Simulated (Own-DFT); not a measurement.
# From a pressure shift to a lattice shift: C11b WSi2, 30 atoms (Si20W10)

Source: density functional calculations with Own-DFT, an unreviewed in-house program that is no longer used. Nothing was measured or relaxed, and spin and spin-orbit coupling are left out.

Caveats: forces on such cells failed a check on a denser k mesh; stress not checked against mesh or cutoff.

Each geometry was run with PBE and with PBEsol, otherwise alike: PseudoDojo norm-conserving scalar-relativistic files made for PBE; cutoff 50 hartree; 5 x 5 x 5 k mesh centred on Gamma; cold (Marzari-Vanderbilt) smearing of 0.2 eV. Unstrained cell vectors in Å: (-2.148, -5.953, 3.409); (-6.444, 2.976, 1.136); (-2.553, -2.948, -6.757). Each has a uniform strain, of which the change of volume is shown, and random moves of rms u per axis.

```
run,volume change (%),u (Å),P with PBE (GPa),P with PBEsol (GPa)
1,4.42,0.0473,-3.98,-7.85
2,-4.13,0.0471,18.03,13.72
3,0.86,0.0481,4.32,0.27
4,-2.95,0.0515,14.52,10.25
5,0.33,0.0488,5.44,1.37
6,0.35,0.0447,4.83,0.76
7,-2.16,0.0547,12.57,8.36
8,-0.83,0.0484,9.15,5.00
9,1.21,0.0544,3.63,-0.41
10,-1.15,0.0481,9.19,5.05
11,0.06,0.0459,5.68,?
```

Asked: by how much does PBEsol shrink this cell, and what belongs in the blank?

## Worked answer

Write v for the change of volume as a fraction. Fitted to v and u², the PBE pressure has a slope of -259 ± 8 GPa in v, with the ions held to the strained lattice. The difference PBEsol less PBE is -4.10 + 5.3 v GPa (slope ± 0.2) and averages -4.12 GPa. Divided by the mean slope of the two, 256 GPa, that makes PBEsol's volume at a given pressure, near 6 GPa, about 1.6 % smaller, or 0.54 % in lengths. At one volume PBEsol's slope is the smaller by 5 GPa, but its pressure there is lower too. If stiffness rises by about 4 GPa for each GPa, PBEsol at equal pressure is stiffer by about 11 GPa. Files made for PBEsol would give a different shift.

For run 11 the line gives 1.59 GPa. The run itself gave 1.59 GPa.
